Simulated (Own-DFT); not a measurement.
# One trend across several semiconductors

Calculated, not measured: single-point runs of Own-DFT, a retired in-house plane-wave DFT program that no person has reviewed, on unrelaxed cells, without spin or spin-orbit coupling.

Known weak points (not all hold for every row): forces on such cells moved up to 12 meV/angstrom on a denser k mesh; forces not confirmed at this smearing and k mesh; k mesh not checked against a denser one; forces on such cells passed a denser k mesh, each cell not checked; stress not checked against mesh or cutoff.

All runs are PBE with PseudoDojo norm-conserving files; cutoff and k mesh are each material's own. Every cell starts from measured lattice constants and was given uniform random strains and small random moves of its atoms. Each triple is the change of volume in per cent, the rms move u in Å and the pressure in GPa.

- 3C SiC (C48Si48), 10.36 Å³/atom unstrained: (-2.51, 0.054, 12.63); (-2.26, 0.048, 11.02); (-1.32, 0.052, 8.64); (-0.80, 0.051, 7.37); (1.08, 0.050, 2.70); (2.12, 0.050, 1.08); (3.58, 0.051, -1.80)
- wurtzite GaN (Ga36N36), 11.42 Å³/atom unstrained: (-2.82, 0.052, 13.51); (-2.44, 0.049, 12.21); (-1.93, 0.050, 11.31); (-1.18, 0.052, 9.58); (-0.21, 0.049, 7.76); (0.21, 0.049, 6.95); (2.48, 0.051, 2.94)
- diamond silicon (Si64), 20.02 Å³/atom unstrained: withheld
- zincblende GaAs (As32Ga32), 22.58 Å³/atom unstrained: (-1.01, 0.055, 4.79); (-0.50, 0.048, 4.43); (1.60, 0.054, 2.98); (2.00, 0.051, 2.70); (2.38, 0.052, 2.37); (2.46, 0.050, 2.28); (3.06, 0.054, 1.99)
- zincblende InP (In48P48), 25.27 Å³/atom unstrained: (-3.63, 0.052, 6.75); (-1.69, 0.054, 4.96); (-1.13, 0.050, 4.42); (-0.26, 0.046, 3.86); (-0.19, 0.049, 3.81); (1.45, 0.050, 2.60); (3.74, 0.051, 1.11)
- grey tin (Sn64), 34.15 Å³/atom unstrained: (-2.06, 0.050, 4.80); (-1.11, 0.053, 4.35); (-1.07, 0.050, 4.27); (-1.00, 0.049, 4.20); (-0.08, 0.049, 3.74); (1.17, 0.051, 3.20); (1.38, 0.048, 2.99)

## Analysis

Fit a line to each set against the fractional change of volume; B is minus its slope, and u is nearly the same within a set. To take it to zero pressure, assume that B rises by 4 GPa for each GPa: B0 = B - 4 x (mean pressure). The bond length of an ideal tetrahedral crystal with the unstrained volume v is d = (√3/4)(8 v)^(1/3). Cohen's empirical rule reads B0 = (1971 - 220 L) d^(-3.5) GPa, with L = 0 for group IV crystals and SiC and 1 for III-V compounds.

| material | L | d (Å) | B (GPa) | mean P (GPa) | B0 (GPa) | rule (GPa) |
|---|---|---|---|---|---|---|
| 3C SiC (C48Si48) | 0 | 1.888 | 231 ± 11 | 5.9 | 207 ± 11 | 213 |
| wurtzite GaN (Ga36N36) | 1 | 1.950 | 196 ± 6 | 9.2 | 159 ± 6 | 169 |
| diamond silicon (Si64) | 0 | 2.352 | ? | ? | ? | 99 |
| zincblende GaAs (As32Ga32) | 1 | 2.448 | 70 ± 1 | 3.1 | 58 ± 1 | 76 |
| zincblende InP (In48P48) | 1 | 2.541 | 75 ± 3 | 3.9 | 60 ± 3 | 67 |
| grey tin (Sn64) | 0 | 2.810 | 51 ± 2 | 3.9 | 35 ± 2 | 53 |

A line through ln[B0/(1971 - 220 L)] against ln d has a slope of -4.3 ± 0.3 and a scatter of 10 %. Against the rule, B0 stands at 97 % for 3C SiC, 94 % for wurtzite GaN, 76 % for zincblende GaAs, 89 % for zincblende InP, 67 % for grey tin. PBE tends to make silicon and heavier crystals too soft, and the rule itself is only a guide.

## Check

Asked: what B0 does the fitted trend give for diamond silicon (Si64)?

The line gives 81 GPa. Its own runs give B = 97 ± 2 GPa at a mean pressure of 3.1 GPa, so B0 = 84 GPa.
